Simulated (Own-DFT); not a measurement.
# Oxygen vacancies under two functionals: monoclinic HfO2, Hf32O62

All values are computed. Each geometry was run twice at fixed positions with Own-DFT, a retired in-house plane-wave program that no person has reviewed: with PBE, and with HSE06 (exact exchange share 0.25 at short range, screening 0.11 per bohr, Gygi-Baldereschi treatment of its divergence). Both used PseudoDojo norm-conserving files made for PBE, a cutoff of 48 hartree, the Gamma point alone, fixed occupations, a neutral cell and no spin. One k point on a cell 10.1 Å thick isn't converged, and results move with the size of the cell. The hafnium file keeps the 4f electrons in the core, and its forces lie about 75 meV/Å off all-electron values. The oxygen file's force components were 24 meV/Å off all-electron values in a glass.

Cell vectors in Å: (10.234, 0.000, 0.000); (0.000, 10.350, 0.000); (-1.696, 0.000, 10.445). Atoms were moved at random from their ideal sites, and each line below averages several runs of one case and one width of the moves; u² is the mean square move along one axis. E is the PBE energy of the cell and D the HSE06 energy less the PBE one, each over its lowest single run, with the standard error of the mean. Within a case the pair of sites differs from run to run.

- A: two O taken from sites with four and four neighbours, under 3.2 Å apart
- B: two O taken from sites with three and four neighbours, under 3.2 Å apart
- C: two O taken from sites with three and three neighbours, under 3.2 Å apart

| case | runs | u² (Å²) | E (eV) | error of E | D (eV) | error of D |
|---|---|---|---|---|---|---|
| A | 8 | 0.000902 | 0.386 | 0.089 | 0.090 | 0.006 |
| A | 8 | 0.002588 | 4.224 | 0.292 | 0.307 | 0.021 |
| A | 8 | 0.006277 | 13.194 | 0.490 | 0.815 | 0.041 |
| B | 8 | 0.000923 | 0.580 | 0.106 | 0.063 | 0.010 |
| B | 8 | 0.002561 | 4.236 | 0.274 | 0.225 | 0.019 |
| B | 8 | 0.006493 | 12.975 | 0.641 | 0.690 | 0.040 |
| C | 8 | 0.000876 | 0.589 | 0.092 | 0.049 | 0.010 |
| C | 8 | 0.002408 | 4.071 | 0.299 | 0.228 | 0.023 |
| C | 8 | 0.006173 | 13.076 | 0.645 | 0.655 | 0.057 |

Question: how do the cases differ under PBE, and what does HSE06 change?

## Worked answer

Fit E and D each to a + b u², with one a for each case and lines weighted by their errors. Against A, in eV:

| case | PBE | change by HSE06 | HSE06 |
|---|---|---|---|
| B | 0.11 ± 0.13 | -0.042 ± 0.011 | 0.07 ± 0.13 |
| C | 0.26 ± 0.12 | -0.043 ± 0.011 | 0.21 ± 0.12 |

Under PBE no case is told apart from A by three errors. D is known much better than E, because both runs of a geometry share the same random moves. HSE06 moves B down and C down against A. The slope b is 2314 ± 55 eV/Å² for E and 120 ± 4 for D, so at this fixed cell HSE06 makes random moves about 5 % costlier. The vacancies are unrelaxed, and relaxation differs between sites.
